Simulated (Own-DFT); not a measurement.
# How strain changes the stress of beta-Si3N4, 112 atoms (N64Si48)

The numbers are computed, not measured, by runs of the plane-wave DFT program Own-DFT (in-house, retired, unreviewed) at fixed positions, with no spin and no spin-orbit coupling.

Method: PBE; PseudoDojo norm-conserving scalar-relativistic files; cutoff 42 hartree; 2 x 2 x 4 k mesh centred on Gamma; Fermi-Dirac smearing of 0.1 eV.

Known weak points: forces on such cells moved up to 12 meV/angstrom on a denser k mesh; stress not checked against mesh or cutoff.

Unstrained cell vectors in Å: (15.212, 0.000, 0.000); (-7.606, 13.174, 0.000); (0.000, 0.000, 5.818). The unstrained cell has measured lattice constants (interpolated for alloys), not those of this functional. That, the random moves and any unrelaxed bonds set the pressure at no strain. Each run strains this cell uniformly, with the atoms carried along. Each coordinate of each atom was shifted by a normal deviate of width 0.05 Å. Strain is the symmetric tensor, in per cent. Stress is positive in tension, and the pressure is minus a third of its trace.

```
run  e_xx (%)  e_yy (%)  e_zz (%)  e_yz (%)  e_xz (%)  e_xy (%)  s_xx (GPa)  s_yy (GPa)  s_zz (GPa)  s_yz (GPa)  s_xz (GPa)  s_xy (GPa)  P (GPa)  E (meV/atom)
  1     -1.98     -1.88      0.12      1.94      1.28      1.83      -22.14      -22.82      -13.63        8.56        6.13        7.11    19.53          83.5
  2      0.57      0.48     -1.89     -1.10      0.94      0.96       -4.04       -6.69      -23.30       -4.92        1.62        4.52    11.34          45.8
  3     -0.23      0.94      1.59     -0.84      0.65     -0.56       -8.54       -0.12        0.23       -3.96        2.24       -2.95     2.81          27.1
  4     -1.93      0.04     -0.76     -0.51     -1.52     -0.85      -19.47      -10.56      -19.17       -2.62       -4.30       -4.98    16.40          73.2
  5     -0.93      1.77     -1.29     -1.12     -1.81      0.16      -12.82       -0.49      -18.05       -3.65       -5.74       -1.74    10.45          49.3
  6      0.54     -1.07     -0.23      1.48     -0.15     -0.99       -4.21      -11.22      -13.38        4.57       -0.76       -3.01     9.60          16.5
  7      1.16     -1.97      1.99      1.13      0.70     -0.66       -1.35      -13.66        0.95        4.64        2.34       -1.09     4.69          10.6
  8      1.44      0.71      1.01     -0.52     -1.76     -0.39        2.83       -1.86       -3.01       -4.55       -4.85       -1.54     0.68          20.8
  9      1.43      0.69      0.32     -1.02      1.77      0.28        2.70       -1.02      -10.43       -4.78        6.16        1.06     2.92          32.1
 10      1.12      0.60      0.94     -0.79      0.32      0.38        0.91       -2.01       -2.90       -2.99       -0.75        1.39     1.33          15.9
 11     -0.09      1.37      1.65      1.59      1.31     -1.01       -2.36       -1.33        1.09        3.54        3.17       -3.61     0.87          14.8
 12      0.01      0.82     -0.24      1.40      0.97      1.26       -6.60       -3.71       -9.28        3.87        3.82        5.35     6.53          18.0
 13     -1.77      1.42      0.97     -0.93     -1.99      0.33      -15.67       -0.51       -2.60       -3.17       -5.38        3.18     6.26          16.0
 14     -1.30     -1.47      0.81     -0.47     -1.55      1.30      -15.85      -15.27       -9.67       -1.67       -5.04        3.17    13.60          55.5
 15      0.54      0.92      0.15      1.84     -0.94     -0.38       -2.69       -1.92       -7.35        5.43       -3.14       -0.72     3.99           0.0
 16     -0.38     -1.52     -1.70      0.53     -1.59     -0.41      -13.21      -17.15      -26.81        4.72       -4.39        0.01    19.06          53.9
 17      1.84     -0.08     -1.27     -1.94     -1.49      1.48       -1.13       -4.98      -17.09       -6.66       -4.15        5.43     7.74          40.8
 18      0.89      1.41     -1.39     -0.12     -1.39     -1.94           ?           ?           ?           ?           ?           ?        ?             ?
```

E is the free energy per atom, counted from the lowest run shown.

## Worked fit

Each stress component was fitted by least squares to a constant and the strains of the runs shown, as fractions, with shears doubled. Shear strains stay in the fit of a normal stress only where such slopes are resolved. The slopes, in GPa:

| stress | at no strain | per e_xx | per e_yy | per e_zz | scatter |
|---|---|---|---|---|---|
| s_xx | -7.6 | 586 ± 30 | 124 ± 30 | 105 ± 31 | 1.46 |
| s_yy | -7.4 | 160 ± 27 | 518 ± 28 | 83 ± 28 | 1.34 |
| s_zz | -11.3 | 70 ± 31 | 146 ± 32 | 680 ± 32 | 1.54 |

The slope of each shear stress on twice its own strain, from a fit on all six strains: yz 174 ± 14, xz 151 ± 11, xy 192 ± 21 GPa. These are stiffnesses along x, y and z of the frame in which the cell vectors are given, with the crystal's c axis along z: C11, C12, C13 and C33. Hexagonal symmetry asks that xx and yy behave alike, which is a second check on the noise. The atoms are held to the strained lattice; where symmetry lets them move under strain, relaxing them would lower some slopes. Slopes across the diagonal should nearly agree, so their difference gauges the noise. A ninth of the table's sum, 275 ± 7 GPa, estimates the bulk modulus near the mean pressure of these runs, 8.1 GPa, so it lies above the value at zero pressure.

## Prediction

The question: what normal stresses and pressure should run 18 give?

From the fit: s_xx = -2.0, s_yy = 0.1, s_zz = -18.1 and P = 6.7 GPa. DFT gave -3.13, -1.57, -14.25 and P = 6.32 GPa.
